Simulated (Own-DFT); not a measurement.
## Calculated data, GaP (zincblende, strongly disordered by large displacements), InAs (zincblende, strongly disordered by large displacements)

All values are calculated (Own-DFT development build). A calculation, not a measurement: plane-wave PBE density functional theory by an unreviewed code, no spin, of a simulated periodic cell, stress positive in tension, free energy of the whole cell less one offset for each atom, forces on such cells passed a denser k mesh, this cell's mesh not checked; broken bonds can close the gap or carry spin, so checks made on this kind of crystal may not hold here; offsets are fitted by least squares, one for each functional and potential file, so energies compare only between cells with the same atoms and settings and are not formation energies; the far tail of each file's local potential was reset to the Coulomb form; each entry is a single point on an unrelaxed cell, so the pressure reflects the starting lattice, mostly measured values (interpolated for alloys), from which strain is counted, and rises with the displacements; printed positions are rounded, which can move forces by about a meV/angstrom; the program, named Own-DFT, is a retired in-house code; no spin-orbit coupling.

Common to all runs: functional PBE; potential files PseudoDojo norm-conserving, scalar-relativistic, standard set; wave cutoff 42 hartree; occupations Fermi-Dirac; smearing width 0.1 eV; k mesh 3 x 3 x 3 centred on Gamma.

```yaml
- entry: 1
  formula: GaP
  kind: "zincblende, strongly disordered by large displacements"
  structure:
    cell_angstrom: [[10.901, 0.0, 0.0], [0.0, 10.901, 0.0], [0.0, 0.0, 10.901]]
    atoms_fractional:
      - [Ga, 0.01306, 0.0024, 0.01988]
      - [Ga, 0.98647, 0.24616, 0.23535]
      - [Ga, 0.26934, 0.99825, 0.27831]
      - [Ga, 0.26253, 0.26283, 0.99322]
      - [P, 0.14456, 0.11656, 0.10704]
      - [P, 0.12007, 0.39876, 0.40074]
      - [P, 0.36595, 0.10024, 0.38959]
      - [P, 0.3766, 0.40438, 0.14604]
      - [Ga, 0.98987, 0.99256, 0.52014]
      - [Ga, 0.00293, 0.24986, 0.73991]
      - [Ga, 0.3005, 0.00248, 0.79372]
      - [Ga, 0.25544, 0.26258, 0.5004]
      - [P, 0.1286, 0.11426, 0.65264]
      - [P, 0.12772, 0.36936, 0.86538]
      - [P, 0.39849, 0.11768, 0.89807]
      - [P, 0.37361, 0.40075, 0.61792]
      - [Ga, 0.01362, 0.50415, 0.99413]
      - [Ga, 0.00576, 0.76378, 0.25502]
      - [Ga, 0.24836, 0.4944, 0.23302]
      - [Ga, 0.2257, 0.73455, 0.99633]
      - [P, 0.12351, 0.62907, 0.11346]
      - [P, 0.11746, 0.90589, 0.35554]
      - [P, 0.37675, 0.60067, 0.36245]
      - [P, 0.34486, 0.89912, 0.11509]
      - [Ga, 0.01145, 0.49078, 0.50759]
      - [Ga, 0.99056, 0.72754, 0.72766]
      - [Ga, 0.24946, 0.51789, 0.74612]
      - [Ga, 0.20061, 0.75097, 0.50359]
      - [P, 0.12889, 0.65497, 0.63981]
      - [P, 0.13238, 0.88823, 0.89463]
      - [P, 0.37494, 0.61026, 0.87389]
      - [P, 0.38813, 0.88354, 0.63961]
      - [Ga, 0.47817, 0.0039, 0.01131]
      - [Ga, 0.48113, 0.24724, 0.26131]
      - [Ga, 0.73591, 0.00531, 0.24724]
      - [Ga, 0.74104, 0.2447, 0.00202]
      - [P, 0.64882, 0.13092, 0.13993]
      - [P, 0.62414, 0.35265, 0.3874]
      - [P, 0.89885, 0.1352, 0.34547]
      - [P, 0.87598, 0.35203, 0.14417]
      - [Ga, 0.51156, 0.99251, 0.52809]
      - [Ga, 0.50528, 0.22771, 0.73108]
      - [Ga, 0.74489, 0.98482, 0.74166]
      - [Ga, 0.77466, 0.27173, 0.48446]
      - [P, 0.61312, 0.1431, 0.61563]
      - [P, 0.65899, 0.37438, 0.8987]
      - [P, 0.86917, 0.13726, 0.87286]
      - [P, 0.87142, 0.3858, 0.60338]
      - [Ga, 0.4948, 0.49462, 0.00121]
      - [Ga, 0.4804, 0.73189, 0.26916]
      - [Ga, 0.74962, 0.50862, 0.2706]
      - [Ga, 0.74462, 0.74354, 0.01847]
      - [P, 0.61811, 0.6197, 0.13199]
      - [P, 0.62723, 0.86311, 0.36809]
      - [P, 0.88239, 0.63091, 0.38962]
      - [P, 0.85761, 0.85796, 0.10248]
      - [Ga, 0.50155, 0.47418, 0.49241]
      - [Ga, 0.49427, 0.71937, 0.76444]
      - [Ga, 0.76629, 0.50782, 0.73274]
      - [Ga, 0.72853, 0.76432, 0.51016]
      - [P, 0.61409, 0.64275, 0.61642]
      - [P, 0.64687, 0.87525, 0.8652]
      - [P, 0.87219, 0.6435, 0.8702]
      - [P, 0.88579, 0.86212, 0.63215]
  settings:
    hardware: "one NVIDIA H100"
  results:
    "free_energy_of_cell_above_offsets [eV]": "-3.750"
    "pressure [GPa]": 10.02
    "stress_xx [GPa]": -10.19
    "stress_yy [GPa]": -9.64
    "stress_zz [GPa]": -10.23
    "stress_yz [GPa]": 1.08
    "stress_xz [GPa]": 1.92
    "stress_xy [GPa]": -0.95
    force_element: [Ga, Ga, Ga, Ga, P, P, P, P, Ga, Ga, Ga, Ga, P, P, P, P, Ga, Ga, Ga, Ga, P, P, P, P, Ga, Ga, Ga, Ga, P, P, P, P, Ga, Ga, Ga, Ga, P, P, P, P, Ga, Ga, Ga, Ga, P, P, P, P, Ga, Ga, Ga, Ga, P, P, P, P, Ga, Ga, Ga, Ga, P, P, P, P]
    "force_x [eV/angstrom]": [-3.041, 8.495, -2.282, 0.105, 0.893, 4.624, 4.1, 3.657, 1.588, -1.363, -4.639, -0.959, 1.335, 0.362, -0.111, -0.951, -1.994, -1.634, -5.586, 3.073, -1.537, -1.8, -2.271, 0.481, -3.101, -2.676, -0.825, 4.182, 1.893, 0.043, -1.121, -1.941, 6.18, 0.864, 2.951, 3.101, -5.293, -0.712, -4.218, -3.837, 0.28, -3.671, 1.815, -0.39, 6.251, -3.976, 0.648, 1.689, 1.995, 1.747, 0.167, -3.331, -0.216, -1.371, -0.044, 4.815, 1.36, 1.631, -1.497, 2.917, -0.316, -3.808, 0.173, -2.906]
    "force_y [eV/angstrom]": [-0.92, 0.012, -1.506, -0.214, 2.611, -4.474, 5.288, -5.881, 2.17, 0.123, -3.453, -1.134, -0.222, 1.373, 8.719, -2.789, -1.16, -0.957, 3.389, 2.637, -1.792, -2.295, -0.402, -3.497, 5.182, 2.761, -1.655, 3.857, -6.393, -0.898, 0.421, -2.333, -3.408, -0.908, -3.174, -2.152, 1.664, 1.484, -5.198, 6.243, -0.349, 4.406, 3.091, -3.862, -2.871, 3.671, -1.473, -0.014, -0.312, 2.855, -1.085, -2.709, 0.091, 1.815, 0.478, 4.912, 2.898, 3.607, 0.779, -0.142, -3.537, -2.45, -2.221, 1.299]
    "force_z [eV/angstrom]": [-1.851, -0.663, -5.44, 0.757, 3.138, -5.929, 3.848, -3.782, -1.564, 0.457, -3.425, 0.69, -1.493, -0.216, -2.408, 2.337, -0.472, -1.239, 3.783, -2.088, 3.989, 2.853, 2.915, 1.213, 2.608, 4.924, -0.241, -5.041, 0.542, -2.569, 2.504, 0.898, 3.545, -0.217, 1.818, 1.808, -1.838, -2.301, 6.479, -4.344, -2.568, 5.313, -0.844, -1.298, -3.59, -4.05, -0.301, 3.509, -0.375, -2.637, -0.665, -3.56, 0.27, -0.03, 0.098, 4.678, -0.576, -1.128, 1.318, -0.493, 0.574, 2.921, 0.691, -1.24]
    "wall_time [s]": 546.7
- entry: 2
  formula: InAs
  kind: "zincblende, strongly disordered by large displacements"
  structure:
    cell_angstrom: [[12.1166, 0.0, 0.0], [0.0, 12.1166, 0.0], [0.0, 0.0, 12.1166]]
    atoms_fractional:
      - [In, 0.00309, 0.01911, 0.9636]
      - [In, 0.99625, 0.26777, 0.24334]
      - [In, 0.26691, 0.98916, 0.24057]
      - [In, 0.24783, 0.25614, 0.99453]
      - [As, 0.09571, 0.14828, 0.12435]
      - [As, 0.11166, 0.36516, 0.40156]
      - [As, 0.35096, 0.14523, 0.3684]
      - [As, 0.38991, 0.34423, 0.12437]
      - [In, 0.99039, 0.02803, 0.48878]
      - [In, 0.98887, 0.25051, 0.73905]
      - [In, 0.28538, 0.99152, 0.72457]
      - [In, 0.27679, 0.25679, 0.48294]
      - [As, 0.1245, 0.12306, 0.60911]
      - [As, 0.11223, 0.33146, 0.87941]
      - [As, 0.37821, 0.11996, 0.88156]
      - [As, 0.37139, 0.38462, 0.63238]
      - [In, 0.00758, 0.49283, 0.99564]
      - [In, 0.99473, 0.7354, 0.21738]
      - [In, 0.24302, 0.48526, 0.27648]
      - [In, 0.26121, 0.75282, 0.99943]
      - [As, 0.12416, 0.62834, 0.13284]
      - [As, 0.14403, 0.87909, 0.38436]
      - [As, 0.36676, 0.62736, 0.39793]
      - [As, 0.37815, 0.86559, 0.14274]
      - [In, 0.97768, 0.4978, 0.51263]
      - [In, 0.9755, 0.72513, 0.75061]
      - [In, 0.25366, 0.4901, 0.77389]
      - [In, 0.25017, 0.73228, 0.49907]
      - [As, 0.12896, 0.61242, 0.63596]
      - [As, 0.15151, 0.88756, 0.86344]
      - [As, 0.37745, 0.64862, 0.87238]
      - [As, 0.36707, 0.86958, 0.62148]
      - [In, 0.473, 0.99941, 0.98982]
      - [In, 0.50702, 0.27117, 0.25944]
      - [In, 0.77371, 0.01573, 0.23258]
      - [In, 0.77167, 0.22443, 0.99419]
      - [As, 0.61782, 0.12261, 0.11815]
      - [As, 0.60701, 0.35768, 0.37796]
      - [As, 0.87752, 0.13285, 0.38177]
      - [As, 0.89012, 0.38323, 0.13529]
      - [In, 0.52602, 0.99589, 0.47563]
      - [In, 0.50353, 0.26904, 0.76686]
      - [In, 0.76986, 0.00383, 0.77238]
      - [In, 0.76633, 0.2431, 0.49607]
      - [As, 0.59852, 0.12188, 0.64044]
      - [As, 0.6359, 0.37359, 0.86899]
      - [As, 0.88842, 0.11539, 0.87087]
      - [As, 0.84918, 0.36576, 0.65423]
      - [In, 0.4842, 0.51933, 0.98998]
      - [In, 0.49927, 0.76614, 0.24932]
      - [In, 0.77158, 0.51759, 0.24238]
      - [In, 0.74865, 0.77996, 0.01401]
      - [As, 0.63824, 0.60854, 0.11005]
      - [As, 0.61234, 0.87256, 0.34847]
      - [As, 0.89434, 0.63909, 0.37289]
      - [As, 0.88767, 0.91528, 0.14008]
      - [In, 0.52199, 0.48421, 0.51224]
      - [In, 0.48591, 0.73676, 0.7112]
      - [In, 0.74361, 0.50763, 0.76346]
      - [In, 0.76385, 0.76187, 0.51117]
      - [As, 0.62636, 0.61162, 0.64119]
      - [As, 0.6238, 0.87405, 0.87149]
      - [As, 0.86823, 0.60623, 0.86928]
      - [As, 0.90156, 0.88127, 0.63631]
  settings:
    hardware: "one NVIDIA H200"
  results:
    "free_energy_of_cell_above_offsets [eV]": "-4.584"
    "pressure [GPa]": 8.18
    "stress_xx [GPa]": -8.25
    "stress_yy [GPa]": -7.91
    "stress_zz [GPa]": -8.38
    "stress_yz [GPa]": -2.13
    "stress_xz [GPa]": -1.36
    "stress_xy [GPa]": 3.62
    force_element: [In, In, In, In, As, As, As, As, In, In, In, In, As, As, As, As, In, In, In, In, As, As, As, As, In, In, In, In, As, As, As, As, In, In, In, In, As, As, As, As, In, In, In, In, As, As, As, As, In, In, In, In, As, As, As, As, In, In, In, In, As, As, As, As]
    "force_x [eV/angstrom]": [5.986, 1.163, -3.024, 1.302, 2.567, -0.308, 4.7, -2.163, 2.867, 1.426, -3.762, -3.726, 1.418, -0.448, -2.215, 0.426, 0.587, -1.442, 0.377, -1.899, 3.158, -1.54, 3.885, -0.541, 0.726, 2.614, -1.101, -3.051, -0.738, -1.322, -0.079, 2.938, 3.093, -2.191, -5.686, -1.694, 0.262, 5.998, -1.045, -2.587, -2.032, -1.612, -3.38, -3.195, 1.92, 0.252, -2.621, -0.095, 0.953, -0.581, -0.905, 0.251, -0.711, 5.472, -1.238, 4.798, -1.495, 0.787, -0.909, -0.666, 0.763, -0.765, 1.195, -1.117]
    "force_y [eV/angstrom]": [-4.618, -0.802, 2.436, -2.044, -2.668, 0.356, -5.36, 3.357, -3.786, -1.576, 4.904, 3.979, 1.014, 3.416, 2.844, -0.619, 0.17, 3.735, 0.178, 0.986, -2.67, 0.11, -2.866, 0.548, -0.33, 0.755, 0.105, 2.383, -0.019, -0.707, -1.165, -2.956, -2.795, -5.272, 3.539, 1.938, 0.287, 3.426, 0.883, 0.782, 1.784, -1.277, -2.19, 1.114, -0.513, 0.075, 5.405, 0.882, -2.144, -6.11, -0.48, -0.667, 1.753, 1.763, -0.139, -5.226, 0.872, 0.814, -1.246, -0.038, 1.15, -0.002, 1.685, 0.858]
    "force_z [eV/angstrom]": [4.99, 3.472, 1.68, 2.044, -1.503, -0.518, -4.896, -1.94, 1.495, -1.07, 3.799, 5.679, 1.323, -0.842, -2.829, 0.022, -0.25, 2.062, -0.612, 1.025, -2.481, -0.699, -3.087, -4.229, 0.797, -0.532, 0.035, 2.305, 0.113, 0.374, -1.082, -5.144, 2.454, -2.944, 3.708, 1.47, 0.349, 3.819, -3.977, -2.529, 1.863, -1.227, -2.85, 2.123, -0.745, 2.938, -3.019, -2.338, 0.838, -0.454, 1.137, 0.236, 0.479, 2.212, 0.874, -4.682, -0.117, 1.686, -0.683, -0.37, -2.311, -0.492, 3.733, -0.682]
    "wall_time [s]": 1160.0
- entry: 3
  formula: InAs
  kind: "zincblende, strongly disordered by large displacements"
  structure:
    cell_angstrom: [[12.1166, 0.0, 0.0], [0.0, 12.1166, 0.0], [0.0, 0.0, 12.1166]]
    atoms_fractional:
      - [In, 0.99956, 0.02176, 0.99498]
      - [In, 0.02356, 0.29621, 0.23044]
      - [In, 0.28612, 0.98297, 0.25189]
      - [In, 0.29063, 0.27768, 0.03396]
      - [As, 0.12893, 0.12471, 0.10568]
      - [As, 0.15154, 0.39566, 0.4086]
      - [As, 0.3951, 0.1111, 0.40731]
      - [As, 0.43544, 0.40162, 0.1445]
      - [In, 0.99865, 0.99843, 0.522]
      - [In, 0.04085, 0.25432, 0.75592]
      - [In, 0.27718, 0.01561, 0.80073]
      - [In, 0.25501, 0.24046, 0.44295]
      - [As, 0.08741, 0.10155, 0.66215]
      - [As, 0.15193, 0.37251, 0.83371]
      - [As, 0.36805, 0.16588, 0.84135]
      - [As, 0.42503, 0.38578, 0.58737]
      - [In, 0.99791, 0.52478, 0.01372]
      - [In, 0.94757, 0.71773, 0.20898]
      - [In, 0.29039, 0.44763, 0.2798]
      - [In, 0.25463, 0.76446, 0.02832]
      - [As, 0.1296, 0.64965, 0.13618]
      - [As, 0.09449, 0.84883, 0.37624]
      - [As, 0.36569, 0.60623, 0.33192]
      - [As, 0.35192, 0.88167, 0.11811]
      - [In, 0.98244, 0.507, 0.50774]
      - [In, 0.00499, 0.78435, 0.76525]
      - [In, 0.26641, 0.49788, 0.71003]
      - [In, 0.25161, 0.78996, 0.46675]
      - [As, 0.12233, 0.63576, 0.64916]
      - [As, 0.17721, 0.87663, 0.89316]
      - [As, 0.36816, 0.63609, 0.88547]
      - [As, 0.34431, 0.90167, 0.57713]
      - [In, 0.48846, 0.01706, 0.0228]
      - [In, 0.50275, 0.22258, 0.28333]
      - [In, 0.75745, 0.04113, 0.26608]
      - [In, 0.76705, 0.19663, 0.04866]
      - [As, 0.64011, 0.18456, 0.17299]
      - [As, 0.61954, 0.34215, 0.36197]
      - [As, 0.85289, 0.1325, 0.38501]
      - [As, 0.92715, 0.34445, 0.05707]
      - [In, 0.50116, 0.97989, 0.49301]
      - [In, 0.53561, 0.21018, 0.76442]
      - [In, 0.74871, 0.99456, 0.80979]
      - [In, 0.76947, 0.24917, 0.49266]
      - [As, 0.60114, 0.16572, 0.6025]
      - [As, 0.61297, 0.35621, 0.85973]
      - [As, 0.86066, 0.12323, 0.8795]
      - [As, 0.87472, 0.33036, 0.60961]
      - [In, 0.48625, 0.57147, 0.00535]
      - [In, 0.49162, 0.81369, 0.27438]
      - [In, 0.74037, 0.49076, 0.23962]
      - [In, 0.8027, 0.75809, 0.98032]
      - [As, 0.61285, 0.60887, 0.13829]
      - [As, 0.60708, 0.87116, 0.39581]
      - [As, 0.86112, 0.6035, 0.38584]
      - [As, 0.87617, 0.88048, 0.12273]
      - [In, 0.53418, 0.48803, 0.48679]
      - [In, 0.48393, 0.76628, 0.74452]
      - [In, 0.74102, 0.525, 0.71382]
      - [In, 0.74596, 0.72934, 0.51682]
      - [As, 0.62707, 0.70097, 0.65657]
      - [As, 0.60234, 0.85992, 0.85361]
      - [As, 0.85418, 0.60328, 0.84786]
      - [As, 0.85937, 0.85512, 0.63174]
  settings:
    hardware: "one NVIDIA H200"
  results:
    "free_energy_of_cell_above_offsets [eV]": "26.532"
    "pressure [GPa]": 13.87
    "stress_xx [GPa]": -14.76
    "stress_yy [GPa]": -13.19
    "stress_zz [GPa]": -13.64
    "stress_yz [GPa]": -4.06
    "stress_xz [GPa]": -1.03
    "stress_xy [GPa]": -2.5
    force_element: [In, In, In, In, As, As, As, As, In, In, In, In, As, As, As, As, In, In, In, In, As, As, As, As, In, In, In, In, As, As, As, As, In, In, In, In, As, As, As, As, In, In, In, In, As, As, As, As, In, In, In, In, As, As, As, As, In, In, In, In, As, As, As, As]
    "force_x [eV/angstrom]": [0.306, 0.678, -4.461, -0.762, 2.22, -3.911, -2.284, 0.061, -1.547, -4.914, -2.248, -0.038, 3.324, 3.188, -0.108, -4.749, 0.744, 0.773, -1.41, -2.334, -0.271, -2.604, 2.915, 6.945, 1.567, 0.655, 1.234, -0.407, -0.603, -4.286, -4.079, 0.851, 1.163, -7.109, -3.224, 3.448, -0.767, 4.555, 8.431, -1.324, 1.338, -0.209, -2.457, -7.328, 1.849, 1.943, 2.845, 4.58, 2.072, -4.328, 0.75, -2.174, 2.103, 9.224, -1.253, -0.732, 2.737, -8.684, -2.132, 1.926, 1.693, 2.538, 3.341, 0.742]
    "force_y [eV/angstrom]": [-2.049, -1.159, 4.12, -0.528, 1.564, 1.284, 0.02, -1.438, -1.572, -0.211, -3.278, -1.079, -2.56, 3.873, 3.787, -3.822, 1.55, -1.036, -2.524, -6.182, -2.439, 1.876, 6.376, 1.184, -1.066, -1.024, -0.21, -5.608, 0.544, 0.54, 1.731, 1.856, 0.69, -0.308, -5.394, 1.674, -2.421, 4.174, -1.301, -0.773, 2.613, 0.42, -3.18, 0.786, -3.077, 3.5, 3.646, 5.365, -3.256, -4.32, -1.584, -0.947, 2.964, -1.019, 1.208, 3.367, 4.789, 0.199, -3.183, 0.403, -4.065, 2.497, 1.515, 2.501]
    "force_z [eV/angstrom]": [-0.558, 1.324, 4.871, -0.955, 2.43, -0.086, -2.307, -1.055, -2.223, -0.906, -3.463, 2.515, -0.783, 4.57, 3.659, 4.067, -1.516, 2.334, -2.48, -2.713, 0.894, -2.117, 2.548, -0.14, 2.679, 0.42, -0.255, -1.44, -1.523, -1.583, -4.421, 6.368, -1.303, 0.137, -3.9, -4.85, -0.751, 2.03, 0.598, 0.231, 5.304, 1.941, -3.438, -0.846, -5.274, 2.325, 0.425, 5.457, 0.624, -5.353, 0.388, -1.071, 1.963, 0.513, -2.352, 0.327, -3.103, -0.218, -1.556, -4.149, -0.142, 4.566, 2.77, 0.553]
    "wall_time [s]": 1235.0
- entry: 4
  formula: GaP
  kind: "zincblende, strongly disordered by large displacements"
  structure:
    cell_angstrom: [[10.901, 0.0, 0.0], [0.0, 10.901, 0.0], [0.0, 0.0, 10.901]]
    atoms_fractional:
      - [Ga, 0.9696, 0.99175, 0.02331]
      - [Ga, 0.99949, 0.24295, 0.27793]
      - [Ga, 0.22648, 0.99151, 0.23522]
      - [Ga, 0.22645, 0.24649, 0.94381]
      - [P, 0.09217, 0.15899, 0.06463]
      - [P, 0.1062, 0.39033, 0.40131]
      - [P, 0.34147, 0.08196, 0.41674]
      - [P, 0.39117, 0.35342, 0.1329]
      - [Ga, 0.02203, 0.93186, 0.52039]
      - [Ga, 0.97146, 0.27488, 0.75259]
      - [Ga, 0.3132, 0.94209, 0.70459]
      - [Ga, 0.30542, 0.23546, 0.51004]
      - [P, 0.1343, 0.12717, 0.59595]
      - [P, 0.12884, 0.39992, 0.85088]
      - [P, 0.41871, 0.11672, 0.88901]
      - [P, 0.38062, 0.36776, 0.60062]
      - [Ga, 0.02545, 0.50971, 0.98116]
      - [Ga, 0.99934, 0.74681, 0.23066]
      - [Ga, 0.20168, 0.4981, 0.26901]
      - [Ga, 0.27524, 0.71393, 0.96966]
      - [P, 0.13806, 0.59888, 0.13317]
      - [P, 0.12432, 0.81763, 0.36915]
      - [P, 0.34981, 0.63708, 0.35354]
      - [P, 0.32675, 0.88771, 0.13569]
      - [Ga, 0.97461, 0.4915, 0.46223]
      - [Ga, 0.96073, 0.79038, 0.76952]
      - [Ga, 0.19408, 0.54778, 0.74285]
      - [Ga, 0.18957, 0.73842, 0.51016]
      - [P, 0.10058, 0.63746, 0.62526]
      - [P, 0.07042, 0.92038, 0.90087]
      - [P, 0.41632, 0.63452, 0.89789]
      - [P, 0.3783, 0.8502, 0.56791]
      - [Ga, 0.52162, 0.04914, 0.04337]
      - [Ga, 0.55055, 0.28218, 0.2448]
      - [Ga, 0.83002, 0.01228, 0.18367]
      - [Ga, 0.70237, 0.24709, 0.99132]
      - [P, 0.62056, 0.15696, 0.14096]
      - [P, 0.67175, 0.36672, 0.3408]
      - [P, 0.90128, 0.14021, 0.46454]
      - [P, 0.86559, 0.33537, 0.17212]
      - [Ga, 0.532, 0.95863, 0.5343]
      - [Ga, 0.45366, 0.22948, 0.73206]
      - [Ga, 0.71697, 0.00062, 0.76739]
      - [Ga, 0.73961, 0.28177, 0.505]
      - [P, 0.69802, 0.11998, 0.59666]
      - [P, 0.5682, 0.36777, 0.86217]
      - [P, 0.86968, 0.11346, 0.88594]
      - [P, 0.87113, 0.32736, 0.61643]
      - [Ga, 0.48189, 0.51713, 0.02833]
      - [Ga, 0.49801, 0.73486, 0.23646]
      - [Ga, 0.74946, 0.53798, 0.20684]
      - [Ga, 0.72631, 0.78775, 0.99162]
      - [P, 0.64115, 0.65289, 0.12669]
      - [P, 0.65536, 0.88914, 0.38979]
      - [P, 0.90276, 0.63272, 0.32026]
      - [P, 0.87755, 0.86156, 0.10037]
      - [Ga, 0.52606, 0.46669, 0.55361]
      - [Ga, 0.49598, 0.72798, 0.73614]
      - [Ga, 0.7577, 0.48474, 0.74883]
      - [Ga, 0.78348, 0.73813, 0.49132]
      - [P, 0.62626, 0.63318, 0.6213]
      - [P, 0.60682, 0.92653, 0.93274]
      - [P, 0.8274, 0.66321, 0.88019]
      - [P, 0.89337, 0.86366, 0.62118]
  settings:
    hardware: "one NVIDIA H100"
  results:
    "free_energy_of_cell_above_offsets [eV]": "37.277"
    "pressure [GPa]": 18.69
    "stress_xx [GPa]": -16.78
    "stress_yy [GPa]": -18.6
    "stress_zz [GPa]": -20.68
    "stress_yz [GPa]": 1.41
    "stress_xz [GPa]": 0.99
    "stress_xy [GPa]": 1.31
    force_element: [Ga, Ga, Ga, Ga, P, P, P, P, Ga, Ga, Ga, Ga, P, P, P, P, Ga, Ga, Ga, Ga, P, P, P, P, Ga, Ga, Ga, Ga, P, P, P, P, Ga, Ga, Ga, Ga, P, P, P, P, Ga, Ga, Ga, Ga, P, P, P, P, Ga, Ga, Ga, Ga, P, P, P, P, Ga, Ga, Ga, Ga, P, P, P, P]
    "force_x [eV/angstrom]": [0.804, 1.766, -4.093, 3.119, -0.508, 5.69, 1.513, -1.99, 4.843, 4.646, -3.61, -4.783, -0.584, -0.812, -4.1, -2.278, -2.497, 4.287, 4.463, -7.078, -1.655, -1.957, 0.137, 6.383, -4.814, 2.655, 5.567, 7.69, -7.687, 7.149, 2.627, 0.312, -6.216, -8.036, -4.203, 2.458, 6.535, 4.336, 1.323, -3.088, 2.686, 1.892, 1.267, -4.601, -2.784, 2.081, -1.437, 1.328, 2.245, -1.727, 5.072, -0.644, -4.37, 0.428, -6.518, -0.873, 4.106, -0.828, -1.192, -1.14, 2.546, 0.005, 2.441, -8.296]
    "force_y [eV/angstrom]": [8.288, -1.639, 5.115, -1.04, -0.376, -6.17, -4.163, 1.019, 4.904, -3.711, 5.683, -1.27, -0.709, -2.246, -0.668, 3.42, 1.141, 4.072, -2.337, 4.632, 4.432, 6.459, -1.187, -5.07, 3.821, -2.835, -2.34, -0.586, -0.413, -4.892, -1.281, -6.377, -3.208, 1.097, 6.861, 1.717, -3.45, 5.819, -1.265, 2.514, 3.313, 0.463, 0.403, 0.61, -3.664, 0.957, 1.819, 6.195, -3.474, 2.41, -5.781, -1.127, 2.504, -1.208, -5.488, -10.04, 2.661, 1.96, 0.348, 0.214, -1.264, -2.454, -3.39, 0.272]
    "force_z [eV/angstrom]": [0.944, 1.186, 4.982, 0.274, 3.636, -1.197, -3.312, -0.135, -4.406, 5.567, 6.985, -2.146, 0.952, -0.682, -1.685, 4.952, 1.685, -5.197, 2.742, 4.241, -5.653, -5.862, 1.205, -5.547, 3.327, 5.887, 3.818, 0.893, -0.103, -7.873, -5.574, -3.488, 0.376, 0.574, 6.082, -2.762, 2.662, 3.206, -0.801, -3.395, -0.899, -0.298, 0.06, -4.384, 1.227, 0.429, -0.986, -1.289, 2.335, 2.293, 3.848, 0.6, -4.144, -1.974, 5.977, 2.18, -2.901, -0.101, 0.61, -1.21, -0.961, -4.426, -1.773, -0.571]
    "wall_time [s]": 615.5
```
